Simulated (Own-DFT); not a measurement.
# What a defect does to the pressure of its cell: monoclinic HfO2

Source: density functional calculations with Own-DFT, an unreviewed in-house program that is no longer used. Nothing was measured or relaxed, and spin and spin-orbit coupling are left out.

Settings: PBE; PseudoDojo norm-conserving scalar-relativistic files; cutoff 72 hartree; 2 x 2 x 2 k mesh centred on Gamma; Fermi-Dirac smearing of 0.1 eV.

Caveats (not all hold for every row): not probed for a lower state with spin; hafnium file: forces about 75 meV/angstrom off all-electron values; oxygen file: force components 24 meV/angstrom off all-electron in a glass; forces on such cells passed a denser k mesh, each cell not checked; stress not checked against mesh or cutoff.

All runs share one cell, with vectors in Å (10.234, 0.000, 0.000); (0.000, 10.350, 0.000); (-1.696, 0.000, 10.445) and a volume of 1106.4 Å³. u is the rms random offset of the atoms per axis. The defect's site can differ from row to row.

| cell | formula | u (Å) | P (GPa) |
|---|---|---|---|
| no defect | Hf32O64 | 0.0198 | 3.84 |
| no defect | Hf32O64 | 0.0502 | 5.36 |
| no defect | Hf32O64 | 0.0523 | 5.94 |
| one Si on a Hf site | Hf31O64Si | 0.0302 | 2.58 |
| one Si on a Hf site | Hf31O64Si | 0.0518 | 4.62 |
| one Si on a Hf site | Hf31O64Si | 0.0520 | 4.68 |
| two Al on a Hf site each and one O vacancy | Al2Hf30O63 | 0.0302 | 1.73 |
| two Al on a Hf site each and one O vacancy | Al2Hf30O63 | 0.0303 | ? |
| two Al on a Hf site each and one O vacancy | Al2Hf30O63 | 0.0514 | 3.25 |
| two Al on a Hf site each and one O vacancy | Al2Hf30O63 | 0.0517 | 3.38 |
| two O vacancies | Hf32O62 | 0.0281 | 3.86 |
| two O vacancies | Hf32O62 | 0.0480 | 4.64 |
| two O vacancies | Hf32O62 | 0.0521 | 5.56 |

## Worked fit

P = P0 + c u² + a shift for each defect gives P0 = 3.34 GPa, c = 906 ± 84 GPa/Å² and a scatter of 0.26 GPa. The shifts, and each times the cell's volume:

- two O vacancies: -0.41 ± 0.21 GPa, -2.8 eV (-1.4 eV for each of its 2 sites) (not resolved)
- one Si on a Hf site: -1.28 ± 0.21 GPa, -8.8 eV
- two Al on a Hf site each and one O vacancy: -2.44 ± 0.21 GPa, -16.8 eV

A positive shift means that the defect pushes the cell outwards. Shift times volume (160.2 GPa Å³ is 1 eV) depends little on the cell's size, so, taken for each site, it can be compared between cells at like pressure. The atoms around the defects weren't relaxed, which would change these numbers.

## Test on the hidden row

Q: what pressure belongs in the blank (two Al on a Hf site each and one O vacancy, u = 0.0303 Å)?

From the fit: 1.73 ± 0.32 GPa. DFT gave 1.85 GPa.
